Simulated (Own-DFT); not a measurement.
Simulation results for GaP (zincblende, strained, atoms displaced), Si3N4 (beta silicon nitride, strained, atoms displaced)

All values are calculated (Own-DFT development build). A calculation, not a measurement: plane-wave PBE density functional theory by an unreviewed code, no spin, of a simulated periodic cell, stress positive in tension, free energy of the whole cell less one offset for each atom, forces on such cells passed a denser k mesh, this cell's mesh not checked; offsets are fitted by least squares, one for each functional and potential file, so energies compare only between cells with the same atoms and settings and are not formation energies; the far tail of each file's local potential was reset to the Coulomb form; each entry is a single point on an unrelaxed cell, so the pressure reflects the starting lattice, mostly measured values (interpolated for alloys), from which strain is counted, and rises with the displacements; printed positions are rounded, which can move forces by about a meV/angstrom; the program, named Own-DFT, is a retired in-house code; no spin-orbit coupling.

Common to all runs: functional PBE; potential files PseudoDojo norm-conserving, scalar-relativistic, standard set; wave cutoff 42 hartree; occupations Fermi-Dirac; smearing width 0.1 eV; k mesh 3 x 3 x 3 centred on Gamma.

(1) GaP (zincblende, strained, atoms displaced)

```
GaP
1.0
     10.8620     0.0000     0.0000
      0.0000    10.8620     0.0000
      0.0000     0.0000    10.9439
Ga P Ga P Ga P Ga P Ga P Ga P Ga P Ga P
4 4 4 4 4 4 4 4 4 4 4 4 4 4 4 4
Direct
  0.00720 0.00411 0.00207
  0.99693 0.24927 0.24272
  0.24816 0.99250 0.24825
  0.26120 0.22957 0.99489
  0.12802 0.12498 0.14578
  0.12314 0.37991 0.37287
  0.37050 0.12749 0.37633
  0.37640 0.37589 0.13884
  0.01442 0.98894 0.49880
  0.99693 0.24614 0.74419
  0.24314 0.00616 0.74465
  0.24747 0.26213 0.51844
  0.11436 0.14953 0.63680
  0.12190 0.37730 0.87632
  0.37662 0.12324 0.87941
  0.36583 0.36328 0.62612
  0.00501 0.49615 0.99293
  0.99639 0.75328 0.23681
  0.25785 0.50215 0.25153
  0.25821 0.76526 0.00583
  0.12189 0.64055 0.12307
  0.13450 0.87765 0.38352
  0.38930 0.62023 0.36926
  0.37937 0.88187 0.12578
  0.01224 0.51634 0.50056
  0.00060 0.75264 0.74560
  0.24186 0.50616 0.75543
  0.24784 0.75019 0.50996
  0.12647 0.61086 0.62575
  0.12986 0.87594 0.87174
  0.37101 0.62848 0.86115
  0.38068 0.87387 0.62515
  0.48482 0.00373 0.00317
  0.49008 0.25068 0.25041
  0.73382 0.99746 0.25068
  0.74353 0.24923 0.99188
  0.62471 0.11644 0.13038
  0.62719 0.38765 0.36330
  0.87092 0.11746 0.37560
  0.88230 0.37329 0.13196
  0.48126 0.99703 0.48220
  0.49313 0.24812 0.74493
  0.75222 0.00099 0.75119
  0.76611 0.24710 0.50612
  0.63129 0.12071 0.63127
  0.63546 0.39094 0.88581
  0.87164 0.12350 0.87885
  0.87476 0.38487 0.62942
  0.50204 0.50854 0.00561
  0.49546 0.74981 0.25332
  0.74702 0.49813 0.24739
  0.75513 0.73564 0.99796
  0.61978 0.63223 0.11850
  0.63659 0.89927 0.36014
  0.87730 0.61186 0.36877
  0.87618 0.86405 0.12581
  0.50308 0.51533 0.49198
  0.49963 0.75207 0.74436
  0.75050 0.50334 0.73990
  0.75527 0.74968 0.48397
  0.63217 0.62485 0.63407
  0.63188 0.90624 0.87576
  0.87901 0.63129 0.86891
  0.87140 0.87280 0.62348
```

* hardware: one NVIDIA H100
* free energy of cell above offsets: -25.402 eV
* pressure: 5.44 GPa
* stress xx: -5.86 GPa
* stress yy: -5.21 GPa
* stress zz: -5.24 GPa
* stress yz: 1.02 GPa
* stress xz: 0.58 GPa
* stress xy: 0.98 GPa
* wall time: 576.4 s

Force:
| element | x (eV/Å) | y (eV/Å) | z (eV/Å) |
| --- | --- | --- | --- |
| Ga | -0.393 | -0.325 | 0.384 |
| Ga | -0.075 | -0.179 | 2.158 |
| Ga | 0.64 | 0.504 | 0.957 |
| Ga | -2.162 | 2.765 | 2.218 |
| P | 0.203 | -0.264 | -2.516 |
| P | 0.362 | -0.255 | 0.42 |
| P | -1.46 | 0.829 | -0.215 |
| P | -0.442 | 0.017 | -2.828 |
| Ga | -1.831 | 1.914 | 1.192 |
| Ga | -2.998 | 2.792 | 3.381 |
| Ga | 0.31 | 0.101 | 0.106 |
| Ga | -2.052 | -1.777 | -3.382 |
| P | 2.755 | -4.218 | -3.17 |
| P | 1.013 | -1.59 | -0.232 |
| P | 0.449 | -0.689 | -2.376 |
| P | 2.566 | 3.816 | 1.57 |
| Ga | -0.857 | 1.023 | 1.178 |
| Ga | 0.516 | -0.584 | 2.641 |
| Ga | -1.511 | 0.444 | -0.098 |
| Ga | -0.646 | -1.287 | -1.05 |
| P | 1.603 | -1.701 | -0.593 |
| P | -0.058 | -1.676 | -1.357 |
| P | -2.616 | 1.606 | 0.479 |
| P | -0.289 | -0.887 | 0.954 |
| Ga | -1.921 | -2.45 | -1.444 |
| Ga | 0.3 | -0.002 | -0.049 |
| Ga | 0.775 | -1.79 | 0.081 |
| Ga | 0.716 | -0.718 | -0.453 |
| P | 0.625 | 3.101 | 0.835 |
| P | -0.284 | 0.34 | 0.06 |
| P | 0.598 | 0.441 | 1.948 |
| P | -0.975 | 0.731 | -0.448 |
| Ga | 2.364 | 0.233 | -0.06 |
| Ga | 1.856 | -0.468 | 0.732 |
| Ga | 5.819 | 3.323 | -4.289 |
| Ga | 0.528 | -0.157 | 1.506 |
| P | -1.233 | 2 | -1.393 |
| P | -0.843 | -2.114 | 1.995 |
| P | 1.15 | -0.02 | -0.381 |
| P | -1.25 | 0.715 | -1.93 |
| Ga | 2.118 | -0.163 | 1.333 |
| Ga | 1.569 | 0.136 | 0.808 |
| Ga | 1.177 | 0.621 | -0.955 |
| Ga | -1.351 | 0.532 | -0.299 |
| P | -1.104 | 0.709 | -1.381 |
| P | -1.351 | -0.597 | -1.357 |
| P | 0.972 | 0.221 | -0.318 |
| P | 1.215 | -0.637 | -1.063 |
| Ga | -1.188 | -0.816 | -0.71 |
| Ga | 1.574 | 1.292 | -0.616 |
| Ga | 0.533 | 0.553 | -1.316 |
| Ga | -0.506 | 1.916 | -0.38 |
| P | 0.657 | 0.147 | 1.259 |
| P | -5.273 | -6.243 | 5.582 |
| P | 0.26 | 1.694 | -0.063 |
| P | -1.331 | 2.248 | -1.074 |
| Ga | 1.394 | -2.096 | 1.832 |
| Ga | 1.296 | 0.569 | 1.145 |
| Ga | 0.602 | -0.343 | 2.025 |
| Ga | -0.344 | 0.092 | 0.403 |
| P | -1.257 | 1.425 | -2.239 |
| P | -1.702 | -3.64 | 1.409 |
| P | 0.12 | -1.288 | -0.131 |
| P | 0.667 | 0.129 | -0.421 |

(2) GaP (zincblende, strained, atoms displaced)

```
GaP
1.0
     10.8620     0.0000     0.0000
      0.0000    10.8620     0.0000
      0.0000     0.0000    10.9439
Ga P Ga P Ga P Ga P Ga P Ga P Ga P Ga P
4 4 4 4 4 4 4 4 4 4 4 4 4 4 4 4
Direct
  0.00246 0.99704 0.00044
  0.00157 0.24785 0.25442
  0.25422 0.99664 0.24491
  0.25113 0.25191 0.99695
  0.12415 0.12574 0.12316
  0.12301 0.37100 0.37428
  0.37698 0.12365 0.37167
  0.37723 0.38069 0.12819
  0.99758 0.00164 0.50290
  0.99668 0.24988 0.75142
  0.24734 0.00305 0.75368
  0.25744 0.24512 0.49820
  0.12709 0.12322 0.62803
  0.12270 0.37139 0.87460
  0.37454 0.12835 0.87353
  0.37790 0.37628 0.62374
  0.99877 0.50050 0.00101
  0.00074 0.74863 0.24579
  0.24433 0.50146 0.24820
  0.24561 0.74691 0.00075
  0.13029 0.62481 0.12460
  0.12235 0.87455 0.37598
  0.37818 0.62248 0.37750
  0.37379 0.87742 0.12468
  0.99711 0.49748 0.50184
  0.99928 0.74672 0.74874
  0.25046 0.49827 0.74739
  0.24662 0.74498 0.50328
  0.11996 0.62488 0.63114
  0.12278 0.87096 0.87468
  0.37332 0.63117 0.87171
  0.37321 0.87620 0.62875
  0.49558 0.99759 0.00397
  0.50271 0.25093 0.25249
  0.75111 0.99851 0.24589
  0.75243 0.25194 0.00017
  0.62662 0.12949 0.12489
  0.62389 0.37511 0.37107
  0.87149 0.12681 0.37317
  0.87891 0.37440 0.12210
  0.50629 0.00097 0.50393
  0.49870 0.25246 0.74949
  0.74751 0.00169 0.75287
  0.75702 0.24693 0.49625
  0.62471 0.12541 0.61915
  0.62576 0.37650 0.87332
  0.87310 0.12303 0.86943
  0.87651 0.37422 0.62885
  0.49245 0.49666 0.99807
  0.49748 0.75375 0.24925
  0.75119 0.50505 0.25583
  0.74652 0.75070 0.99469
  0.62334 0.62438 0.12495
  0.62173 0.87007 0.37043
  0.87231 0.62192 0.37626
  0.87312 0.87755 0.12744
  0.49959 0.49892 0.49623
  0.49983 0.75027 0.74549
  0.75087 0.50095 0.75067
  0.75284 0.75547 0.49629
  0.62329 0.62591 0.62258
  0.62226 0.87483 0.87494
  0.87851 0.62819 0.88205
  0.87384 0.87164 0.62500
```

* hardware: one NVIDIA H100
* free energy of cell above offsets: -34.930 eV
* pressure: 3.16 GPa
* stress xx: -3.35 GPa
* stress yy: -3.35 GPa
* stress zz: -2.78 GPa
* stress yz: -0.12 GPa
* stress xz: 0.1 GPa
* stress xy: 0 GPa
* wall time: 502.9 s

Force:
| element | x (eV/Å) | y (eV/Å) | z (eV/Å) |
| --- | --- | --- | --- |
| Ga | -0.402 | 0.255 | -0.161 |
| Ga | -0.237 | -0.004 | -0.749 |
| Ga | -0.929 | 0.537 | 0.688 |
| Ga | 0.048 | 0.141 | 0.634 |
| P | 0.349 | -0.093 | 0.14 |
| P | 0.487 | 0.419 | 0.547 |
| P | 0.276 | -0.399 | 0.125 |
| P | -0.645 | -0.914 | -0.042 |
| Ga | 0.119 | -0.055 | -0.185 |
| Ga | 0.47 | -0.289 | -0.185 |
| Ga | 0.232 | -0.495 | 0.083 |
| Ga | -0.565 | 0.285 | 0.209 |
| P | -0.343 | 0.498 | -0.434 |
| P | 0.164 | 0.634 | -0.052 |
| P | 0.228 | -0.376 | 0.282 |
| P | -0.316 | -0.109 | -0.173 |
| Ga | 0.586 | -0.156 | -0.012 |
| Ga | -0.164 | 0.017 | 0.466 |
| Ga | 0.687 | -0.311 | 0.744 |
| Ga | 0.602 | 0.548 | -0.338 |
| P | -1.028 | -0.072 | -0.06 |
| P | 0.305 | -0.007 | -0.139 |
| P | -0.893 | 0.432 | -0.496 |
| P | -0.135 | -0.946 | -0.303 |
| Ga | 0.311 | 0.072 | -0.068 |
| Ga | -0.389 | 0.421 | 0.429 |
| Ga | -0.15 | 0.041 | 0.408 |
| Ga | 0.22 | 0.376 | -0.119 |
| P | 0.444 | -0.624 | -0.854 |
| P | 0.131 | 0.293 | -0.002 |
| P | -0.002 | -0.718 | 0.191 |
| P | -0.104 | 0.174 | -0.5 |
| Ga | 0.596 | 0.739 | -0.509 |
| Ga | -0.325 | -0.049 | -0.445 |
| Ga | -0.64 | 0.305 | 0.511 |
| Ga | -0.067 | -0.097 | -0.363 |
| P | -0.212 | -0.492 | -0.172 |
| P | 0.643 | 0.002 | 0.73 |
| P | 0.634 | -0.838 | -0.129 |
| P | -0.351 | 0.149 | 0.899 |
| Ga | -0.863 | -0.66 | -0.714 |
| Ga | 0.441 | -0.194 | -0.158 |
| Ga | -0.249 | -0.361 | -0.65 |
| Ga | -0.876 | 0.851 | 0.468 |
| P | 0.525 | 0.506 | 0.895 |
| P | -0.159 | -0.125 | 0.25 |
| P | 0.284 | 0.078 | 0.968 |
| P | -0.415 | -0.022 | -0.412 |
| Ga | 0.678 | 0.752 | -0.268 |
| Ga | -0.111 | -0.812 | -0.283 |
| Ga | -0.367 | -0.701 | -1.111 |
| Ga | 0.025 | 0.077 | 0.875 |
| P | -0.09 | 0.072 | -0.217 |
| P | 0.537 | 0.987 | 0.453 |
| P | 0.856 | 0.663 | 0.146 |
| P | 0.264 | -0.648 | -0.776 |
| Ga | 0.464 | -0.112 | 0.338 |
| Ga | 0.065 | 0.106 | 0.195 |
| Ga | -0.019 | 0.429 | 0.06 |
| Ga | -0.521 | -0.603 | 0.113 |
| P | 0.525 | -0.064 | -0.132 |
| P | -0.2 | 0.206 | -0.12 |
| P | -0.416 | -0.294 | -0.834 |
| P | -0.012 | 0.575 | 0.318 |

(3) Si3N4 (beta silicon nitride, strained, atoms displaced)

```
Si3N4
1.0
      7.7110    -0.1472    -0.1067
     -3.9830     6.6466     0.1443
     -0.1224     0.1205     8.5691
Si N Si N Si N
6 8 6 8 6 8
Direct
  0.18334 0.77647 0.08470
  0.21810 0.39772 0.08456
  0.58459 0.81422 0.08327
  0.82001 0.23020 0.24305
  0.76872 0.59488 0.25145
  0.40853 0.17392 0.24542
  0.32476 0.02769 0.08362
  0.98220 0.31842 0.09270
  0.69986 0.67196 0.08833
  0.66956 0.97041 0.24846
  0.02977 0.69698 0.24773
  0.30671 0.33085 0.24425
  0.33337 0.66316 0.08248
  0.66199 0.33145 0.24697
  0.16859 0.76148 0.40941
  0.23584 0.40268 0.41144
  0.59546 0.83773 0.42069
  0.82713 0.23520 0.57813
  0.77457 0.59596 0.58239
  0.41044 0.17763 0.59220
  0.33914 0.03641 0.40953
  0.96894 0.29671 0.42397
  0.67940 0.65492 0.42329
  0.67588 0.95953 0.57988
  0.02809 0.69981 0.57899
  0.30449 0.33800 0.57732
  0.34297 0.67020 0.42087
  0.66407 0.33913 0.58995
  0.16662 0.77111 0.74559
  0.22413 0.39423 0.75258
  0.59978 0.82643 0.74649
  0.82738 0.23522 0.91622
  0.76170 0.60522 0.91249
  0.41420 0.17338 0.92023
  0.32400 0.03654 0.74972
  0.96443 0.29377 0.75531
  0.68982 0.66209 0.74877
  0.67004 0.98266 0.91438
  0.01906 0.69898 0.92560
  0.30279 0.33386 0.91303
  0.32274 0.66593 0.74706
  0.65768 0.32856 0.91624
```

* free energy of cell above offsets: -2.955 eV
* pressure: 10.25 GPa
* stress xx: -4.54 GPa
* stress yy: -7.49 GPa
* stress zz: -18.71 GPa
* stress yz: 6.6 GPa
* stress xz: -4.84 GPa
* stress xy: -10.82 GPa

Force:
| element | x (eV/Å) | y (eV/Å) | z (eV/Å) |
| --- | --- | --- | --- |
| Si | -0.089 | -3.032 | -0.577 |
| Si | 5.111 | 2.116 | -1.581 |
| Si | 1.493 | 2.089 | 0 |
| Si | -0.57 | 0.719 | 2.507 |
| Si | -0.935 | -0.594 | 1.525 |
| Si | -1.512 | 0.878 | 0.237 |
| N | 0.336 | 0.815 | 0.322 |
| N | -4.518 | -2.387 | -2.191 |
| N | -0.804 | 0.634 | -1.934 |
| N | 0.157 | 0.189 | -1.094 |
| N | -0.629 | -0.393 | -0.539 |
| N | -0.5 | -0.462 | 0.847 |
| N | -2.123 | -0.257 | 0.038 |
| N | 2.224 | 1.107 | -0.126 |
| Si | 3.072 | 1.639 | 2.02 |
| Si | -0.461 | 1.476 | -0.442 |
| Si | 1.526 | -3.595 | -2.647 |
| Si | -1.798 | -0.803 | 2.756 |
| Si | -2.456 | -0.293 | 0.392 |
| Si | -2.039 | 1.205 | -4.395 |
| N | -0.373 | -2.166 | 3.18 |
| N | 0.665 | 0.792 | -3.661 |
| N | 0.865 | 1.236 | -2.28 |
| N | -0.115 | 4.737 | 1.692 |
| N | 0.24 | 0.268 | -0.386 |
| N | 1.092 | -1.813 | 2.824 |
| N | -3.204 | -1.209 | -0.88 |
| N | 3.008 | -0.997 | -0.373 |
| Si | 1.797 | -0.575 | 2.352 |
| Si | -0.405 | 2.485 | -2.887 |
| Si | -2.113 | -1.326 | 1.789 |
| Si | -1.683 | 1.554 | 1.336 |
| Si | 1.711 | -2.542 | 3.432 |
| Si | -3.676 | -0.045 | -1.221 |
| N | -0.043 | -2.441 | 2.096 |
| N | 0.354 | 0.449 | -1.954 |
| N | -0.548 | 1.333 | -1.815 |
| N | 0.364 | -3.399 | 0.35 |
| N | 1.248 | 0.67 | -2.2 |
| N | 1.075 | -1.367 | 2.899 |
| N | 0.878 | 0.258 | 0.397 |
| N | 3.374 | 3.047 | 0.196 |

(4) GaP (zincblende, strained, atoms displaced)

```
GaP
1.0
     10.8620     0.0000     0.0000
      0.0000    10.8620     0.0000
      0.0000     0.0000    10.9439
Ga P Ga P Ga P Ga P Ga P Ga P Ga P Ga P
4 4 4 4 4 4 4 4 4 4 4 4 4 4 4 4
Direct
  0.00213 0.99716 0.99981
  0.99987 0.24850 0.25324
  0.25349 0.99873 0.24827
  0.24561 0.25191 0.99742
  0.12452 0.12945 0.12846
  0.12341 0.37004 0.37488
  0.37284 0.12442 0.37414
  0.37584 0.37440 0.12446
  0.00829 0.00000 0.49813
  0.99498 0.24936 0.75116
  0.24785 0.00167 0.74981
  0.24764 0.25138 0.49650
  0.12775 0.13026 0.62741
  0.12695 0.37865 0.86843
  0.38188 0.12207 0.87416
  0.37642 0.37275 0.62571
  0.00328 0.49752 0.00253
  0.99996 0.75046 0.24809
  0.25180 0.49881 0.25143
  0.25402 0.74737 0.99836
  0.12500 0.62232 0.12163
  0.12271 0.87020 0.37533
  0.37361 0.62548 0.37575
  0.37268 0.87944 0.12154
  0.99809 0.49573 0.49995
  0.99788 0.75016 0.75479
  0.24809 0.49199 0.74827
  0.24570 0.74803 0.50181
  0.12371 0.62749 0.62130
  0.12775 0.87442 0.87711
  0.37986 0.62636 0.87107
  0.37656 0.87800 0.62174
  0.49764 0.99967 0.00296
  0.49770 0.25047 0.24724
  0.75146 0.99289 0.24770
  0.75335 0.24854 0.00471
  0.62571 0.12382 0.12284
  0.62313 0.37127 0.37869
  0.87208 0.12268 0.37649
  0.87078 0.37361 0.12316
  0.49560 0.99907 0.49780
  0.50004 0.25010 0.75384
  0.74872 0.99598 0.75210
  0.75296 0.24660 0.49778
  0.62778 0.12806 0.62474
  0.63204 0.37794 0.87884
  0.87818 0.12591 0.87554
  0.86735 0.37763 0.62527
  0.49572 0.50023 0.00278
  0.50104 0.74555 0.24866
  0.75204 0.50167 0.24884
  0.74498 0.75416 0.00202
  0.62349 0.62128 0.12184
  0.62379 0.87358 0.37039
  0.87277 0.62641 0.37818
  0.87955 0.87358 0.12678
  0.49820 0.49484 0.49535
  0.50205 0.74870 0.75226
  0.74400 0.50094 0.74694
  0.74496 0.74872 0.50121
  0.62461 0.62130 0.62742
  0.62050 0.87665 0.87826
  0.87171 0.62359 0.87879
  0.87549 0.87752 0.62373
```

* hardware: one NVIDIA H100
* free energy of cell above offsets: -35.022 eV
* pressure: 3.11 GPa
* stress xx: -3.27 GPa
* stress yy: -3.29 GPa
* stress zz: -2.77 GPa
* stress yz: 0.26 GPa
* stress xz: 0.48 GPa
* stress xy: -0.11 GPa
* wall time: 500.9 s

Force:
| element | x (eV/Å) | y (eV/Å) | z (eV/Å) |
| --- | --- | --- | --- |
| Ga | 0.135 | 0.512 | 0.17 |
| Ga | -0.696 | 0.021 | -0.274 |
| Ga | -0.708 | 0.125 | 0.315 |
| Ga | 0.535 | -0.27 | -0.123 |
| P | 0.069 | -0.611 | -0.42 |
| P | 0.01 | 0.823 | -0.097 |
| P | 0.116 | 0.171 | -0.112 |
| P | -0.532 | -0.038 | -0.092 |
| Ga | -0.606 | 0.291 | 0.396 |
| Ga | 0.195 | 0.483 | -0.435 |
| Ga | 0.471 | -0.094 | 0.049 |
| Ga | 0.493 | -0.19 | 0.465 |
| P | -0.392 | -0.275 | -0.247 |
| P | -0.862 | -0.767 | 0.875 |
| P | -1.091 | 0.336 | 0.243 |
| P | -0.132 | -0.11 | -0.271 |
| Ga | -0.557 | -0.056 | -0.497 |
| Ga | 0.037 | -0.682 | 0.292 |
| Ga | -0.272 | -0.023 | -0.1 |
| Ga | -0.114 | 0.023 | -0.051 |
| P | 0.374 | 0.293 | 0.588 |
| P | 0.625 | 0.426 | -0.467 |
| P | 0.008 | -0.044 | 0.018 |
| P | 0.284 | -1.022 | 0.474 |
| Ga | 0.007 | 0.305 | 0.053 |
| Ga | -0.103 | -0.057 | -0.302 |
| Ga | 0.623 | 1.425 | -0.665 |
| Ga | 0.644 | 0.36 | -0.149 |
| P | -0.288 | -0.749 | 0.854 |
| P | -0.037 | -0.098 | -0.243 |
| P | -0.818 | -0.686 | 0.243 |
| P | -0.452 | -0.668 | 0.559 |
| Ga | 0.325 | 0.259 | -0.168 |
| Ga | 0.37 | -0.286 | 0.3 |
| Ga | -0.104 | 0.647 | 0.1 |
| Ga | -0.319 | -0.225 | -0.717 |
| P | 0.015 | -0.135 | 0.467 |
| P | 0.436 | 0.087 | -0.888 |
| P | 0.581 | -0.36 | -0.374 |
| P | 1.003 | 0.199 | 0.697 |
| Ga | 0.837 | 0.447 | -0.022 |
| Ga | 0.7 | 0.255 | -0.156 |
| Ga | 0.085 | 0.509 | -0.186 |
| Ga | -0.343 | 0.266 | 0.329 |
| P | -0.447 | -0.584 | 0.095 |
| P | -0.905 | -0.426 | 0.041 |
| P | -0.469 | -0.545 | 0.309 |
| P | 0.688 | -0.428 | -0.045 |
| Ga | 0.435 | -0.153 | -0.627 |
| Ga | -0.281 | 0.298 | -0.271 |
| Ga | -0.394 | -0.19 | 0.381 |
| Ga | 0.422 | -0.344 | -0.055 |
| P | 0.129 | 0.367 | 0.416 |
| P | -0.186 | -0.062 | 0.48 |
| P | 0.276 | -0.158 | -0.423 |
| P | -0.454 | 0.042 | -0.549 |
| Ga | -0.027 | 0.458 | 0.579 |
| Ga | 0.022 | 0.433 | -0.637 |
| Ga | 0.675 | 0.037 | 0.729 |
| Ga | 0.226 | 0.282 | 0.139 |
| P | -0.694 | 0.473 | -0.723 |
| P | 0.293 | -0.053 | -0.173 |
| P | 0.078 | 0.047 | -0.159 |
| P | 0.062 | -0.31 | 0.06 |
